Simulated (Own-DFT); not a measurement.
# Misfit strain and the stress it brings: wurtzite AlGaN with randomly placed atoms, 72 atoms (Al27Ga9N36)

The numbers are computed, not measured, by runs of the plane-wave DFT program Own-DFT (in-house, retired, unreviewed) at fixed positions, with no spin and no spin-orbit coupling.

Common settings: PBE; PseudoDojo norm-conserving scalar-relativistic files; cutoff 42 hartree; 4 x 4 x 3 k mesh centred on Gamma; Fermi-Dirac smearing of 0.1 eV.

Caveats: forces on such cells passed a denser k mesh, each cell not checked; stress not checked against mesh or cutoff.

Unstrained cell vectors in Å: (9.394, 0.000, 0.000); (-4.697, 8.135, 0.000); (0.000, 0.000, 10.066). The unstrained cell has measured lattice constants (interpolated for alloys), not those of this functional. That, the random moves and any unrelaxed bonds set the pressure at no strain. Each run strains x and y alike by e, as a substrate would, and holds the height along z. Each coordinate of each atom was shifted by a normal deviate of width 0.05 Å. The random placing of the alloy's atoms differs from row to row. Stress is positive in tension.

```
e (%),u (Å),(s_xx + s_yy)/2 (GPa),s_zz (GPa)
-2.50,0.046,-23.24,-9.56
-2.00,0.049,-19.90,-8.66
-1.75,0.051,-17.63,-8.76
-0.50,0.054,-11.11,-6.20
-0.25,0.049,-7.61,-7.36
0.25,0.049,-5.20,-5.44
0.50,0.050,-4.51,-4.30
1.25,0.048,?,?
2.00,0.048,3.06,-2.24
2.50,0.051,6.44,-3.25
```

## Analysis

With e as a fraction, the in-plane stress is -7.1 + 584 e - 2383 e² GPa (errors 14 and 955, scatter 0.71), and s_zz is -5.9 + 145 e GPa (slope ± 15, scatter 0.74). At e = 0 the first slope is C11 + C12 and the second 2 C13, both with the ions held to the strained lattice and at the cell's own pressure. A free layer would change its height as e changes, and the in-plane slope would drop by 2 C13²/C33 to the biaxial modulus. At fixed height, a misfit of 1 % moves the in-plane stress by about 5.8 GPa and s_zz by 1.4 GPa.

## Withheld run

Asked: what are the two stresses at e = 1.25 %?

Estimate: -0.2 and -4.1 GPa. DFT gave 1.09 and -7.50 GPa. That is outside the usual scatter, by luck or through something left out of the fit.
